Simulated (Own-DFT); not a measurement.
# Point defects and the pressure they add: D0_22 TiAl3

Calculated, not measured: single-point runs of Own-DFT, a retired in-house plane-wave DFT program that no person has reviewed, on unrelaxed cells, without spin or spin-orbit coupling.

Method: PBEsol; PseudoDojo norm-conserving scalar-relativistic files, made for PBE; cutoff 42 hartree; 4 x 4 x 4 k mesh centred on Gamma; cold (Marzari-Vanderbilt) smearing of 0.2 eV.

Caveats: forces on such cells failed a check on a denser k mesh; stress not checked against mesh or cutoff.

All runs share one cell, with vectors in Å (-2.365, -6.981, 4.326); (-7.667, 3.491, 1.442); (-2.950, -3.488, -7.241) and a volume of 625.4 Å³. The atoms are randomly displaced, by u rms on each axis. The defect's site can differ from row to row.

| cell | formula | u (Å) | P (GPa) |
|---|---|---|---|
| no defect | Al30Ti10 | 0.0176 | 0.04 |
| no defect | Al30Ti10 | 0.0516 | 0.72 |
| no defect | Al30Ti10 | 0.0559 | 0.89 |
| two Al vacancies | Al28Ti10 | 0.0282 | ? |
| two Al vacancies | Al28Ti10 | 0.0321 | -0.67 |
| two Al vacancies | Al28Ti10 | 0.0520 | 0.20 |
| two Al vacancies | Al28Ti10 | 0.0551 | 0.05 |
| one Ti vacancy | Al30Ti9 | 0.0286 | 0.04 |
| one Ti vacancy | Al30Ti9 | 0.0298 | 0.08 |
| one Ti vacancy | Al30Ti9 | 0.0496 | 0.70 |
| two Al on a Ti site each | Al32Ti8 | 0.0276 | 1.16 |
| two Al on a Ti site each | Al32Ti8 | 0.0462 | 1.61 |
| two Al on a Ti site each | Al32Ti8 | 0.0507 | 1.76 |
| two Ti on an Al site each | Al28Ti12 | 0.0280 | 1.21 |
| two Ti on an Al site each | Al28Ti12 | 0.0311 | 1.11 |
| two Ti on an Al site each | Al28Ti12 | 0.0432 | 1.31 |

## Worked fit

P = P0 + c u² + a shift for each defect gives P0 = -0.12 GPa, c = 331 ± 32 GPa/Å² and a scatter of 0.11 GPa. The shifts, and each times the cell's volume:

- two Al on a Ti site each: 1.03 ± 0.09 GPa, 4.0 eV (2.0 eV for each of its 2 sites)
- two Ti on an Al site each: 0.93 ± 0.09 GPa, 3.6 eV (1.8 eV for each of its 2 sites)
- one Ti vacancy: -0.07 ± 0.09 GPa, -0.3 eV (not resolved)
- two Al vacancies: -0.76 ± 0.09 GPa, -3.0 eV (-1.5 eV for each of its 2 sites)

Positive is outwards. The product with the volume (160.2 GPa Å³ to the eV) is nearly free of the cell's size; divided by the bulk modulus at the cell's pressure it gives the volume that the defect adds. The atoms around the defects weren't relaxed, which would change these numbers.

## Prediction

The question: what pressure belongs in the blank (two Al vacancies, u = 0.0282 Å)?

The fitted form gives -0.62 ± 0.13 GPa. Computed: -0.64 GPa.
